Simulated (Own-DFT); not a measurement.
Hf32O63 (monoclinic hafnia with one neutral oxygen vacancy, atoms displaced), Hf31SiO64 (monoclinic hafnia with substituted atoms, atoms displaced) (calculated)

All values are calculated (Own-DFT development build). A calculation, not a measurement: plane-wave PBE and HSE06 DFT by an unreviewed code, no spin, of a simulated cell at Gamma alone, so results move with cell size and shape, stress positive in tension, energies less offsets, not probed for a lower state with spin; hafnium file: forces about 75 meV/angstrom off all-electron values; oxygen file: force components 24 meV/angstrom off all-electron in a glass; k mesh not checked against a denser one; forces and stress are PBE's, HSE06 gives the energy alone, and its difference from PBE has offsets of its own; offsets are fitted by least squares, one for each functional and potential file, so energies compare only between cells with the same atoms and settings and are not formation energies; the far tail of each file's local potential was reset to the Coulomb form; each entry is a single point on an unrelaxed cell, so the pressure reflects the starting lattice, mostly measured values, from which strain is counted, and rises with the displacements; printed positions are rounded, which can move forces by about a meV/angstrom; the program is a retired in-house code; no spin-orbit coupling.

Common to all runs: first functional PBE; second functional HSE06; exact exchange share 0.25; screening 0.11 1/bohr; exchange divergence Gygi-Baldereschi; potential files PseudoDojo norm-conserving, scalar-relativistic, made for PBE, standard set; wave cutoff 48 hartree; occupations fixed; k mesh 1 x 1 x 1 centred on Gamma.

(1) Hf32O63 (monoclinic hafnia with one neutral oxygen vacancy, atoms displaced)

```cif
# cell vector a (Å): 10.2340 0.0000 0.0000
# cell vector b (Å): 0.0000 10.3500 0.0000
# cell vector c (Å): -1.6955 0.0000 10.4453
data_Hf32O63
_symmetry_space_group_name_H-M 'P 1'
_symmetry_Int_Tables_number 1
_cell_length_a 10.2340
_cell_length_b 10.3500
_cell_length_c 10.5820
_cell_angle_alpha 90.000
_cell_angle_beta 99.220
_cell_angle_gamma 90.000
_cell_volume 1106.39
loop_
_atom_site_label
_atom_site_type_symbol
_atom_site_fract_x
_atom_site_fract_y
_atom_site_fract_z
_atom_site_occupancy
Hf1 Hf 0.14176 0.02324 0.10277 1
Hf2 Hf 0.34616 0.27714 0.14336 1
Hf3 Hf 0.37156 0.47900 0.40155 1
Hf4 Hf 0.14679 0.23870 0.35809 1
O1 O 0.02452 0.16744 0.16065 1
O2 O 0.47396 0.41196 0.06339 1
O3 O 0.47226 0.32533 0.33427 1
O4 O 0.04744 0.08389 0.41396 1
O5 O 0.22082 0.39266 0.24231 1
O6 O 0.28334 0.14230 0.01498 1
O7 O 0.27368 0.12569 0.25887 1
O8 O 0.22462 0.36537 0.48954 1
Hf5 Hf 0.13608 0.02152 0.61341 1
Hf6 Hf 0.38030 0.27442 0.64818 1
Hf7 Hf 0.36233 0.49762 0.90255 1
Hf8 Hf 0.13964 0.23105 0.85412 1
O9 O 0.02424 0.15884 0.67525 1
O10 O 0.44652 0.41489 0.56917 1
O11 O 0.46396 0.32837 0.82372 1
O12 O 0.04049 0.09781 0.91329 1
O13 O 0.22713 0.38480 0.72690 1
O14 O 0.28080 0.14492 0.51335 1
O15 O 0.27038 0.13770 0.75159 1
O16 O 0.23916 0.36983 0.99827 1
Hf9 Hf 0.14318 0.52254 0.09459 1
Hf10 Hf 0.36770 0.76632 0.14046 1
Hf11 Hf 0.36836 0.97763 0.39604 1
Hf12 Hf 0.13193 0.73116 0.35081 1
O17 O 0.03386 0.67956 0.17253 1
O18 O 0.47397 0.91686 0.07209 1
O19 O 0.45864 0.82835 0.33259 1
O20 O 0.02186 0.57288 0.41524 1
O21 O 0.23631 0.87409 0.22539 1
O22 O 0.27170 0.62328 0.00809 1
O23 O 0.27790 0.61009 0.26616 1
O24 O 0.23317 0.87693 0.48374 1
Hf13 Hf 0.15170 0.52966 0.60382 1
Hf14 Hf 0.35429 0.75386 0.64680 1
Hf15 Hf 0.35515 0.96936 0.89690 1
Hf16 Hf 0.14173 0.72182 0.84786 1
O25 O 0.03424 0.66417 0.66451 1
O26 O 0.46940 0.91952 0.58702 1
O27 O 0.47634 0.83186 0.82979 1
O28 O 0.02958 0.57473 0.91359 1
O29 O 0.21960 0.87544 0.73257 1
O30 O 0.27893 0.62916 0.49975 1
O31 O 0.28637 0.63268 0.77106 1
O32 O 0.22047 0.87471 0.99941 1
Hf17 Hf 0.63375 0.01285 0.10856 1
Hf18 Hf 0.86597 0.26363 0.15160 1
Hf19 Hf 0.85267 0.48576 0.39692 1
Hf20 Hf 0.62478 0.22867 0.34993 1
O33 O 0.53536 0.17454 0.16764 1
O34 O 0.95565 0.41228 0.07556 1
O35 O 0.95513 0.32954 0.33145 1
O36 O 0.54023 0.09731 0.42978 1
O37 O 0.71657 0.36377 0.24135 1
O38 O 0.78172 0.12895 0.01667 1
O39 O 0.78016 0.12041 0.26120 1
O40 O 0.72377 0.36643 0.48740 1
Hf21 Hf 0.64573 0.01729 0.60123 1
Hf22 Hf 0.87211 0.26666 0.64343 1
Hf23 Hf 0.86476 0.48424 0.88416 1
Hf24 Hf 0.64263 0.22129 0.85949 1
O41 O 0.53016 0.16252 0.66190 1
O42 O 0.95656 0.41279 0.58011 1
O43 O 0.96473 0.32151 0.82859 1
O44 O 0.54401 0.07921 0.92293 1
O45 O 0.72970 0.36769 0.74896 1
O46 O 0.77056 0.13130 0.51915 1
O47 O 0.77481 0.10660 0.76273 1
O48 O 0.72103 0.38470 0.98019 1
Hf25 Hf 0.64139 0.52613 0.10672 1
Hf26 Hf 0.86323 0.77482 0.15158 1
Hf27 Hf 0.85849 0.95726 0.39032 1
Hf28 Hf 0.63601 0.73295 0.34565 1
O49 O 0.53430 0.67162 0.17003 1
O50 O 0.96653 0.92235 0.08102 1
O51 O 0.97147 0.83635 0.32928 1
O52 O 0.55066 0.58500 0.42750 1
O53 O 0.72887 0.88061 0.23096 1
O54 O 0.77402 0.62671 0.00364 1
O55 O 0.76908 0.62160 0.27139 1
O56 O 0.72007 0.88172 0.46590 1
Hf29 Hf 0.64749 0.53288 0.61181 1
Hf30 Hf 0.85282 0.78347 0.65394 1
Hf31 Hf 0.85995 0.98965 0.89677 1
Hf32 Hf 0.63801 0.73211 0.85431 1
O57 O 0.53399 0.67201 0.67173 1
O58 O 0.97381 0.92002 0.58084 1
O59 O 0.52285 0.57525 0.92654 1
O60 O 0.72742 0.87910 0.73652 1
O61 O 0.77973 0.62538 0.51658 1
O62 O 0.76644 0.62708 0.76492 1
O63 O 0.71410 0.86288 0.98610 1
```

```
PBE energy of cell above offsets : -79.604 eV
HSE06 less PBE above offsets     : 0.752 eV
PBE pressure                     : 8.78 GPa
PBE stress xx                    : -9.52 GPa
PBE stress yy                    : -8.93 GPa
PBE stress zz                    : -7.88 GPa
PBE stress yz                    : 0.65 GPa
PBE stress xz                    : 0.46 GPa
PBE stress xy                    : 1.36 GPa
```

Force:
| element | x (eV/Å) | y (eV/Å) | z (eV/Å) |
| --- | --- | --- | --- |
| Hf | -0.952 | 1.449 | 1.206 |
| Hf | 4.293 | -0.342 | 1.991 |
| Hf | -0.215 | -1.211 | -2.1 |
| Hf | -2.518 | -1.484 | 0.321 |
| O | 3.316 | -1.431 | 0.447 |
| O | -0.894 | 0.219 | 2.162 |
| O | -4.707 | 3.456 | -0.927 |
| O | -0.947 | -1.117 | 1.003 |
| O | 0.33 | -1.386 | -0.678 |
| O | -0.691 | -2.839 | -1.417 |
| O | 0.132 | -0.552 | -0.218 |
| O | -0.439 | 2.719 | -0.256 |
| Hf | 1.997 | 3.02 | -3.308 |
| Hf | -3.566 | -2.177 | 0.387 |
| Hf | 0.103 | -7.496 | -1.177 |
| Hf | 1.684 | 2.204 | -1.301 |
| O | 2.176 | -1.204 | 0.236 |
| O | 4.352 | 3.965 | 0.874 |
| O | 0.592 | 0.692 | 1.321 |
| O | -1.839 | -4.016 | 1.744 |
| O | -0.948 | 1.725 | 1.386 |
| O | -0.135 | -2.337 | -0.813 |
| O | -0.268 | -2.94 | 1.948 |
| O | -2.489 | 1.832 | -1.606 |
| Hf | -3.676 | -2.009 | 2.891 |
| Hf | -1.871 | 1.176 | 1.426 |
| Hf | -0.806 | 2.244 | 1.62 |
| Hf | 2.16 | -1.608 | 0.197 |
| O | 1.08 | -1.376 | -0.706 |
| O | -3.319 | -2.247 | 0.163 |
| O | 1.467 | -0.652 | -1.009 |
| O | 3.354 | 2.679 | 0.525 |
| O | -1.204 | 0.573 | 1.437 |
| O | 0.181 | 2.22 | 0.273 |
| O | -0.104 | 2.487 | -1.914 |
| O | -0.884 | -1.328 | 0.17 |
| Hf | -2.998 | -4.295 | -1.53 |
| Hf | 2.895 | 4.936 | -1.763 |
| Hf | 2.487 | 2.681 | -0.984 |
| Hf | -3.196 | 1.655 | 0.042 |
| O | 0.259 | 0.838 | 1.471 |
| O | -0.609 | -1.122 | -0.896 |
| O | -3.31 | 1.147 | 0.022 |
| O | 3.389 | 2.444 | 0.167 |
| O | 0.615 | -0.595 | 1.924 |
| O | -0.743 | 0.396 | 1.53 |
| O | -0.616 | -0.143 | -1.75 |
| O | 1.078 | -1.231 | -2.914 |
| Hf | 1.811 | 5.202 | -0.99 |
| Hf | -2.085 | 2.125 | 0.504 |
| Hf | -0.167 | -5.048 | 0.62 |
| Hf | 5.886 | 0.295 | 0.236 |
| O | -0.587 | -1.55 | -0.636 |
| O | 2.365 | 2.138 | -0.518 |
| O | 1.189 | 0.171 | 0.182 |
| O | -2.996 | -4.184 | 0.193 |
| O | 0.333 | 3.31 | -1.362 |
| O | -0.468 | -1.13 | -1.416 |
| O | -0.598 | -2.271 | 0.651 |
| O | -0.773 | 1.28 | 0.785 |
| Hf | -2.235 | 2.858 | -0.041 |
| Hf | -3.217 | 1.156 | -0.69 |
| Hf | -2.961 | -4.328 | 1.979 |
| Hf | -0.838 | 2.804 | -0.539 |
| O | 2.787 | -1.07 | 1.473 |
| O | 2.169 | 2.088 | -0.037 |
| O | 0.064 | 1.52 | 0.511 |
| O | -1.789 | -1.381 | -0.072 |
| O | -0.043 | 1.695 | -1.99 |
| O | 1.139 | -1.073 | -0.541 |
| O | -0.293 | 1.085 | 0.068 |
| O | -0.381 | -0.94 | 0.534 |
| Hf | 0.71 | -4.517 | -1.12 |
| Hf | 0.81 | -0.831 | -3.453 |
| Hf | 2.481 | 8.615 | 0.369 |
| Hf | -1.396 | -0.799 | 2.003 |
| O | 0.648 | -0.258 | 0.021 |
| O | -0.545 | -0.473 | -0.496 |
| O | -0.074 | -1.2 | -0.732 |
| O | -1.12 | 0 | -0.403 |
| O | -0.471 | -1.532 | 1.126 |
| O | -0.121 | 0.952 | 1.428 |
| O | 0.611 | 1.059 | -2.212 |
| O | -1.805 | -2.035 | 2.542 |
| Hf | -0.351 | -3.803 | -1.415 |
| Hf | 3.826 | -2.173 | -1.244 |
| Hf | 0.75 | -0.54 | 1.412 |
| Hf | -0.058 | -1.064 | 1.332 |
| O | -0.163 | -0.764 | -0.313 |
| O | -2.979 | -2.196 | -0.268 |
| O | 4.451 | 4.164 | -0.482 |
| O | -0.42 | -0.492 | 0.928 |
| O | 0.021 | 2.137 | 1.006 |
| O | 1.423 | -0.018 | -1.27 |
| O | 1.465 | 1.398 | 0.721 |

(2) Hf31SiO64 (monoclinic hafnia with substituted atoms, atoms displaced)

```cif
# cell vector a (Å): 10.2340 0.0000 0.0000
# cell vector b (Å): 0.0000 10.3500 0.0000
# cell vector c (Å): -1.6955 0.0000 10.4453
data_Hf31SiO64
_symmetry_space_group_name_H-M 'P 1'
_symmetry_Int_Tables_number 1
_cell_length_a 10.2340
_cell_length_b 10.3500
_cell_length_c 10.5820
_cell_angle_alpha 90.000
_cell_angle_beta 99.220
_cell_angle_gamma 90.000
_cell_volume 1106.39
loop_
_atom_site_label
_atom_site_type_symbol
_atom_site_fract_x
_atom_site_fract_y
_atom_site_fract_z
_atom_site_occupancy
Hf1 Hf 0.13987 0.01998 0.10695 1
Hf2 Hf 0.36166 0.26757 0.14742 1
Hf3 Hf 0.36040 0.48053 0.39581 1
Hf4 Hf 0.13643 0.22578 0.35576 1
O1 O 0.03987 0.16922 0.16719 1
O2 O 0.45843 0.41248 0.07301 1
O3 O 0.46447 0.33351 0.32222 1
O4 O 0.03112 0.08289 0.41882 1
O5 O 0.22280 0.37772 0.23683 1
O6 O 0.27385 0.13163 0.01289 1
O7 O 0.27916 0.12175 0.26636 1
O8 O 0.21925 0.37366 0.48620 1
Hf5 Hf 0.14129 0.02384 0.60559 1
Hf6 Hf 0.36242 0.27042 0.64804 1
Hf7 Hf 0.36058 0.48161 0.90265 1
Hf8 Hf 0.14437 0.22837 0.85307 1
O9 O 0.03253 0.16774 0.66637 1
O10 O 0.46133 0.41405 0.57437 1
O11 O 0.46305 0.32951 0.82576 1
O12 O 0.03668 0.08298 0.92637 1
O13 O 0.21805 0.37545 0.74366 1
O14 O 0.27770 0.12817 0.50798 1
O15 O 0.27637 0.11572 0.76335 1
O16 O 0.22484 0.36557 0.99137 1
Hf9 Hf 0.13845 0.51778 0.10441 1
Hf10 Hf 0.35987 0.77244 0.14537 1
Hf11 Hf 0.36201 0.98129 0.39201 1
Hf12 Hf 0.13546 0.72362 0.35767 1
O17 O 0.03880 0.66484 0.17393 1
O18 O 0.45897 0.91711 0.07739 1
O19 O 0.46259 0.83225 0.32659 1
O20 O 0.03516 0.58717 0.42049 1
O21 O 0.22650 0.88140 0.24039 1
O22 O 0.27385 0.62981 0.01126 1
O23 O 0.27412 0.62331 0.25944 1
O24 O 0.22708 0.87351 0.49098 1
Hf13 Hf 0.13955 0.52062 0.61280 1
Hf14 Hf 0.36624 0.76564 0.64709 1
Hf15 Hf 0.35932 0.97730 0.89631 1
Hf16 Hf 0.13803 0.72976 0.85404 1
O25 O 0.03788 0.66837 0.67530 1
O26 O 0.46139 0.92052 0.57364 1
O27 O 0.46761 0.82988 0.82228 1
O28 O 0.03856 0.58951 0.92535 1
O29 O 0.22704 0.87948 0.74393 1
O30 O 0.27323 0.63010 0.50933 1
O31 O 0.27009 0.62367 0.75618 1
O32 O 0.22469 0.87063 0.99180 1
Hf17 Hf 0.63808 0.01702 0.10457 1
Hf18 Hf 0.86832 0.27010 0.14592 1
Hf19 Hf 0.86107 0.47566 0.39272 1
Hf20 Hf 0.64169 0.23150 0.35922 1
O33 O 0.53069 0.16329 0.17718 1
O34 O 0.96354 0.41543 0.07914 1
O35 O 0.96106 0.33141 0.32780 1
O36 O 0.53803 0.08763 0.42374 1
O37 O 0.72368 0.38162 0.24257 1
O38 O 0.76886 0.12780 0.00640 1
O39 O 0.77617 0.11781 0.26257 1
O40 O 0.72600 0.37600 0.49220 1
Hf21 Hf 0.63985 0.01464 0.60648 1
Hf22 Hf 0.86226 0.27011 0.64530 1
Hf23 Hf 0.86331 0.47904 0.89473 1
Hf24 Hf 0.63911 0.23315 0.85047 1
O41 O 0.53978 0.16744 0.68000 1
O42 O 0.96053 0.41665 0.57372 1
O43 O 0.95981 0.33465 0.82900 1
O44 O 0.53981 0.08044 0.92739 1
O45 O 0.72445 0.38614 0.73871 1
O46 O 0.77922 0.13341 0.50561 1
O47 O 0.77356 0.12566 0.76015 1
O48 O 0.72209 0.36975 0.99255 1
Hf25 Hf 0.64262 0.51791 0.09866 1
Hf26 Hf 0.85664 0.77126 0.14433 1
Hf27 Hf 0.86614 0.98089 0.40310 1
Hf28 Hf 0.63658 0.72871 0.35239 1
O49 O 0.53090 0.66156 0.17706 1
O50 O 0.96567 0.91809 0.07541 1
O51 O 0.96870 0.83109 0.32674 1
O52 O 0.53097 0.58217 0.42536 1
O53 O 0.71732 0.88305 0.23558 1
O54 O 0.77387 0.63018 0.01332 1
O55 O 0.77268 0.62373 0.25723 1
O56 O 0.72354 0.87197 0.48621 1
Hf29 Hf 0.63834 0.51644 0.60023 1
Hf30 Hf 0.86063 0.76685 0.64703 1
Hf31 Hf 0.86565 0.98502 0.89771 1
Si1 Si 0.63451 0.73129 0.85354 1
O57 O 0.53376 0.66672 0.67113 1
O58 O 0.96668 0.91601 0.57823 1
O59 O 0.96890 0.83411 0.82720 1
O60 O 0.53685 0.58519 0.92302 1
O61 O 0.72834 0.87280 0.73956 1
O62 O 0.78182 0.63074 0.51049 1
O63 O 0.77453 0.62225 0.76298 1
O64 O 0.72489 0.87599 0.99352 1
```

```
PBE energy of cell above offsets : -90.270 eV
HSE06 less PBE above offsets     : 0.137 eV
PBE pressure                     : 2.83 GPa
PBE stress xx                    : -2.22 GPa
PBE stress yy                    : -2.69 GPa
PBE stress zz                    : -3.58 GPa
PBE stress yz                    : 0.29 GPa
PBE stress xz                    : -0.01 GPa
PBE stress xy                    : 0.13 GPa
```

Force:
| element | x (eV/Å) | y (eV/Å) | z (eV/Å) |
| --- | --- | --- | --- |
| Hf | 0.139 | -0.533 | -0.155 |
| Hf | 0.387 | 0.128 | 0.37 |
| Hf | -0.263 | -0.443 | -0.933 |
| Hf | 0.634 | 0.888 | -0.212 |
| O | -0.331 | 0.246 | 0.623 |
| O | 1.275 | 0.922 | -0.082 |
| O | -0.016 | 0.657 | 1.004 |
| O | 1.067 | 0.434 | 0.522 |
| O | -0.224 | -0.027 | 0.461 |
| O | 0.172 | -0.867 | -0.632 |
| O | -0.604 | 0.381 | -0.686 |
| O | -0.036 | -0.363 | 0.61 |
| Hf | 0.06 | -1.599 | -0.5 |
| Hf | 0.617 | -0.107 | -0.454 |
| Hf | 0.356 | -0.315 | -0.488 |
| Hf | -1.395 | -0.109 | 0.898 |
| O | 0.524 | 0.042 | 0.652 |
| O | 0.286 | -0.097 | 0.505 |
| O | -0.684 | 0.937 | 0.253 |
| O | 0.307 | 0.662 | -0.875 |
| O | 0.56 | 0.348 | -0.36 |
| O | -0.497 | 0.545 | 0.806 |
| O | -0.165 | 0.953 | -0.532 |
| O | -0.465 | 0.613 | -0.64 |
| Hf | 0.012 | 0.923 | 0.567 |
| Hf | 0.117 | -0.555 | 0.618 |
| Hf | 0.342 | -0.836 | 0.697 |
| Hf | 0.865 | 1.464 | -0.796 |
| O | -0.868 | 0.093 | -0.489 |
| O | 0.583 | 0.12 | -0.09 |
| O | 0.489 | 0.042 | 0.228 |
| O | -1.141 | -1.618 | 0.937 |
| O | -0.251 | 0.099 | -0.212 |
| O | 0.535 | -0.502 | -0.361 |
| O | 0.255 | -0.631 | 0.327 |
| O | -0.437 | -0.081 | -0.053 |
| Hf | -0.507 | 0.096 | -2.039 |
| Hf | -0.864 | 1.219 | -1.103 |
| Hf | 1.33 | -0.117 | 0.817 |
| Hf | -0.089 | 0.843 | 0.38 |
| O | -0.591 | -0.396 | -0.493 |
| O | 0.835 | -0.128 | 0.852 |
| O | 2.135 | -0.824 | 1.474 |
| O | -1.203 | -1.374 | -0.173 |
| O | 0.208 | 0.08 | -0.378 |
| O | 0.273 | -0.592 | 0.659 |
| O | 0.894 | -0.843 | 0.796 |
| O | -0.273 | 0.149 | -0.355 |
| Hf | -0.901 | 1.623 | 0.19 |
| Hf | -1.507 | -0.825 | -0.013 |
| Hf | 0.369 | 1.423 | 0.266 |
| Hf | -0.664 | -0.645 | -1.644 |
| O | 0.684 | -0.25 | -0.098 |
| O | 0.198 | 0.529 | -0.401 |
| O | 0.716 | -0.489 | -0.108 |
| O | -0.191 | -0.435 | 0.56 |
| O | 0.151 | -0.251 | -0.379 |
| O | 1.27 | 0.502 | 0.621 |
| O | 0.183 | 0.694 | -0.319 |
| O | -0.466 | -0.496 | -0.266 |
| Hf | -0.91 | 0.645 | -0.814 |
| Hf | -0.125 | 0.407 | 0.005 |
| Hf | -0.166 | 0.751 | 0.431 |
| Hf | -0.584 | -1.057 | 1.402 |
| O | -0.729 | -0.358 | -1.408 |
| O | 0.756 | 0.2 | 0.606 |
| O | 1.09 | -0.72 | -0.14 |
| O | -1.06 | 0.178 | -1.163 |
| O | -0.141 | -0.762 | 0.249 |
| O | -0.154 | -0.255 | 1.117 |
| O | 0.769 | -0.678 | -0.301 |
| O | 0.48 | 0.386 | -0.406 |
| Hf | -1.289 | 0.55 | 1.378 |
| Hf | 1.251 | 0.251 | 0.795 |
| Hf | -0.598 | -1.021 | -1.712 |
| Hf | -0.443 | -0.044 | -0.314 |
| O | 0.294 | -0.223 | -0.496 |
| O | -0.319 | -0.217 | 0.367 |
| O | -1.281 | 0.872 | -0.077 |
| O | 0.773 | 0.505 | -0.046 |
| O | 0.703 | -1.469 | 0.921 |
| O | 0.063 | 0.299 | -1.02 |
| O | 0.312 | -0.287 | 0.219 |
| O | -0.165 | 0.105 | 0.723 |
| Hf | -0.339 | 1.165 | 0.455 |
| Hf | 0.704 | 0.462 | 0.015 |
| Hf | -0.215 | -1.004 | -0.093 |
| Si | -1.618 | -0.409 | -1.294 |
| O | 1.412 | -0.207 | 1.381 |
| O | 0.069 | 0.08 | 0.379 |
| O | -0.504 | 0.478 | 0.051 |
| O | 1.118 | 1.761 | -1.142 |
| O | -1.264 | -0.018 | 0.876 |
| O | -0.76 | -0.461 | -0.119 |
| O | -1.025 | 0.882 | 0.691 |
| O | -0.301 | -2.09 | -1.885 |
